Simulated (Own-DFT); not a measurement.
# Oxygen vacancies on unlike sites: monoclinic HfO2, Hf32O62

These are calculations. Each geometry was run twice at fixed positions with Own-DFT, a retired in-house plane-wave program that no person has reviewed: with PBE, and with HSE06 (exact exchange share 0.25 at short range, screening 0.11 per bohr, Gygi-Baldereschi treatment of its divergence). Both used PseudoDojo norm-conserving files made for PBE, a cutoff of 48 hartree, the Gamma point alone, fixed occupations, a neutral cell and no spin. The unstrained cell is 10.1 Å across at its thinnest, so Gamma alone is coarse and defects feel their images. The hafnium file keeps the 4f electrons in the core, and its forces lie about 75 meV/Å off all-electron values. The oxygen file's force components were 24 meV/Å off all-electron values in a glass.

Cell vectors in Å: (10.234, 0.000, 0.000); (0.000, 10.350, 0.000); (-1.696, 0.000, 10.445). Atoms were moved at random from their ideal sites, and each line below averages several runs of one case and one width of the moves; u² is the mean square move along one axis. E is the PBE energy of the cell and D the HSE06 energy less the PBE one, each over its lowest single run, with the standard error of the mean. Within a case the pair of sites differs from run to run.

- A: two O taken from sites with four and four neighbours, under 3.2 Å apart
- B: two O taken from sites with three and four neighbours, under 3.2 Å apart
- C: two O taken from sites with three and three neighbours, under 3.2 Å apart

| case | runs | u² (Å²) | E (eV) | error of E | D (eV) | error of D |
|---|---|---|---|---|---|---|
| A | 14 | 0.000859 | 0.333 | 0.042 | 0.087 | 0.012 |
| A | 14 | 0.002591 | 4.333 | 0.182 | 0.304 | 0.019 |
| A | 14 | 0.006196 | 13.153 | 0.554 | 0.710 | 0.045 |
| B | 14 | 0.000925 | 0.604 | 0.106 | 0.081 | 0.009 |
| B | 14 | 0.002571 | 4.403 | 0.243 | 0.272 | 0.015 |
| B | 14 | 0.006196 | 13.305 | 0.522 | 0.693 | 0.028 |
| C | 14 | 0.000892 | 0.810 | 0.070 | 0.038 | 0.006 |
| C | 14 | 0.002464 | 4.508 | 0.190 | 0.206 | 0.016 |
| C | 14 | 0.006429 | 13.609 | 0.339 | 0.726 | 0.041 |

The question: how do the cases differ under PBE, and what does HSE06 change?

## Solution

Fit E and D each to a + b u², with one a for each case and lines weighted by their errors. Against A, in eV:

```
case,PBE,change by HSE06,HSE06
B,0.12 ± 0.11,-0.018 ± 0.012,0.10 ± 0.11
C,0.40 ± 0.08,-0.057 ± 0.011,0.34 ± 0.08
```

Under PBE, C lies above A by more than three errors. D is known much better than E, because both runs of a geometry share the same random moves. HSE06 moves C down against A. The slope b is 2343 ± 41 eV/Å² for E and 118 ± 4 for D, so at this fixed cell HSE06 makes random moves about 5 % costlier. The vacancies are unrelaxed, and relaxation differs between sites.
